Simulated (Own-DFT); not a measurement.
# A layer strained by its substrate: wurtzite AlGaN with randomly placed atoms, 72 atoms (Al27Ga9N36)

Everything here is calculated. The program is Own-DFT (plane waves, in-house, since retired, never reviewed by a person); positions were held fixed, and spin and spin-orbit coupling were off.

All runs used: PBE; PseudoDojo norm-conserving scalar-relativistic files (stringent for Ga); cutoff 96 hartree; 4 x 4 x 3 k mesh centred on Gamma; Gaussian smearing of 0.01 eV.

Keep in mind: forces on such cells passed a denser k mesh, each cell not checked; stress not checked against mesh or cutoff.

Unstrained cell vectors in Å: (9.394, 0.000, 0.000); (-4.697, 8.135, 0.000); (0.000, 0.000, 10.066). The unstrained cell has measured lattice constants (interpolated for alloys), not those of this functional. That, the random moves and any unrelaxed bonds set the pressure at no strain. Each run strains x and y alike by e, as a substrate would, and holds the height along z. All atoms carry random offsets, Gaussian with a width of 0.05 Å per axis. The random placing of the alloy's atoms differs from row to row. Stress is positive in tension.

| e (%) | u (Å) | (s_xx + s_yy)/2 (GPa) | s_zz (GPa) |
|---|---|---|---|
| -3.00 | 0.049 | -27.04 | -11.40 |
| -2.50 | 0.052 | -22.31 | -11.82 |
| -2.00 | 0.050 | -18.29 | -10.69 |
| -1.75 | 0.046 | -17.80 | -8.11 |
| -1.25 | 0.050 | ? | ? |
| -1.00 | 0.045 | -11.64 | -7.63 |
| -0.75 | 0.050 | -12.48 | -5.80 |
| 0.25 | 0.052 | -5.45 | -5.26 |
| 2.50 | 0.052 | 6.28 | -3.78 |
| 3.00 | 0.050 | 9.18 | -6.16 |

## Working it out

With e as a fraction, the in-plane stress is -6.7 + 585 e - 2238 e² GPa (errors 15 and 934, scatter 0.91), and s_zz is -5.5 + 122 e - 3808 e² GPa (slope ± 18, scatter 1.08). At e = 0 the first slope is C11 + C12 and the second 2 C13, both with the ions held to the strained lattice and at the cell's own pressure. A free layer would change its height as e changes, and the in-plane slope would drop by 2 C13²/C33 to the biaxial modulus. At fixed height, a misfit of 1 % moves the in-plane stress by about 5.8 GPa and s_zz by 1.2 GPa.

## Test on the hidden row

Q: what are the two stresses at e = -1.25 %?

Estimate: -14.3 and -7.6 GPa. Computed: -13.52 and -8.20 GPa.
